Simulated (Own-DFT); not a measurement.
# Point defects and the pressure they add: C40 NbSi2

The numbers are computed, not measured, by runs of the plane-wave DFT program Own-DFT (in-house, retired, unreviewed) at fixed positions, with no spin and no spin-orbit coupling.

Method: PBE; PseudoDojo norm-conserving scalar-relativistic files; cutoff 42 hartree; 4 x 4 x 5 k mesh centred on Gamma; cold (Marzari-Vanderbilt) smearing of 0.2 eV.

Caveats: forces on such cells failed a check on a denser k mesh; stress not checked against mesh or cutoff.

All runs share one cell, with vectors in Å (0.000, 8.324, 0.000); (-9.613, 0.000, 0.000); (0.000, 0.000, 6.586) and a volume of 527.0 Å³. The atoms are randomly displaced, by u rms on each axis. The defect's site can differ from row to row.

```
cell,formula,u (Å),P (GPa)
no defect,Nb12Si24,0.0184,1.47
no defect,Nb12Si24,0.0222,1.57
no defect,Nb12Si24,0.0454,2.37
two Nb vacancies,Nb10Si24,0.0287,-0.37
two Nb vacancies,Nb10Si24,0.0486,0.88
two Nb vacancies,Nb10Si24,0.0520,0.91
two Si on a Nb site each,Nb10Si26,0.0298,1.73
two Si on a Nb site each,Nb10Si26,0.0300,1.77
two Si on a Nb site each,Nb10Si26,0.0560,2.79
one Si vacancy,Nb12Si23,0.0287,0.95
one Si vacancy,Nb12Si23,0.0297,1.01
one Si vacancy,Nb12Si23,0.0459,1.62
one Si vacancy,Nb12Si23,0.0527,?
two Nb on a Si site each,Nb14Si22,0.0271,7.51
two Nb on a Si site each,Nb14Si22,0.0330,7.69
two Nb on a Si site each,Nb14Si22,0.0494,8.14
```

## Working it out

P = P0 + c u² + a shift for each defect gives P0 = 1.31 GPa, c = 513 ± 42 GPa/Å² and a scatter of 0.13 GPa. The shifts, and each times the cell's volume:

- two Nb on a Si site each: 5.74 ± 0.11 GPa, 18.9 eV (9.4 eV for each of its 2 sites)
- two Si on a Nb site each: -0.06 ± 0.11 GPa, -0.2 eV (-0.1 eV for each of its 2 sites) (not resolved)
- one Si vacancy: -0.77 ± 0.11 GPa, -2.5 eV
- two Nb vacancies: -1.85 ± 0.12 GPa, -6.1 eV (-3.0 eV for each of its 2 sites)

Positive is outwards. The product with the volume (160.2 GPa Å³ to the eV) is nearly free of the cell's size; divided by the bulk modulus at the cell's pressure it gives the volume that the defect adds. The atoms around the defects weren't relaxed, which would change these numbers.

## Check

The question: what pressure belongs in the blank (one Si vacancy, u = 0.0527 Å)?

The fitted form gives 1.97 ± 0.17 GPa. The calculation gave 2.00 GPa.
